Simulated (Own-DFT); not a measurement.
# What a defect does to the pressure of its cell: C11b WSi2

Source: density functional calculations with Own-DFT, an unreviewed in-house program that is no longer used. Nothing was measured or relaxed, and spin and spin-orbit coupling are left out.

Method: PBE; PseudoDojo norm-conserving scalar-relativistic files; cutoff 50 hartree; 5 x 5 x 5 k mesh centred on Gamma; cold (Marzari-Vanderbilt) smearing of 0.2 eV.

Limits: forces on such cells failed a check on a denser k mesh; stress not checked against mesh or cutoff.

All runs share one cell, with vectors in Å (-2.148, -5.953, 3.409); (-6.444, 2.976, 1.136); (-2.553, -2.948, -6.757) and a volume of 403.2 Å³. The atoms are randomly displaced, by u rms on each axis. The defect's site can differ from row to row.

```
              cell  formula   u (Å)  P (GPa)
         no defect  Si20W10  0.0186     4.41
         no defect  Si20W10  0.0427     5.22
         no defect  Si20W10  0.0460     5.78
     one W vacancy   Si20W9  0.0298     3.74
     one W vacancy   Si20W9  0.0312     3.93
     one W vacancy   Si20W9  0.0558     4.51
one W on a Si site  Si19W11  0.0317     9.61
one W on a Si site  Si19W11  0.0483    10.63
one W on a Si site  Si19W11  0.0538    11.15
one Si on a W site   Si21W9  0.0272     5.90
one Si on a W site   Si21W9  0.0310     6.09
one Si on a W site   Si21W9  0.0470     6.96
    one Si vacancy  Si19W10  0.0297        ?
    one Si vacancy  Si19W10  0.0327     3.33
    one Si vacancy  Si19W10  0.0464     3.80
    one Si vacancy  Si19W10  0.0476     3.97
```

## Fit

P = P0 + c u² + a shift for each defect gives P0 = 4.33 GPa, c = 569 ± 76 GPa/Å² and a scatter of 0.23 GPa. The shifts, and each times the cell's volume:

- one W on a Si site: 4.96 ± 0.19 GPa, 12.5 eV
- one Si on a W site: 1.25 ± 0.19 GPa, 3.1 eV
- one W vacancy: -1.21 ± 0.19 GPa, -3.0 eV
- one Si vacancy: -1.67 ± 0.19 GPa, -4.2 eV

A positive shift means that the defect pushes the cell outwards. Shift times volume (160.2 GPa Å³ is 1 eV) depends little on the cell's size, so, taken for each site, it can be compared between cells at like pressure. The atoms around the defects weren't relaxed, which would change these numbers.

## The run left out

The question: what pressure belongs in the blank (one Si vacancy, u = 0.0297 Å)?

The fit gives 3.16 ± 0.27 GPa. The hidden result is 3.50 GPa.
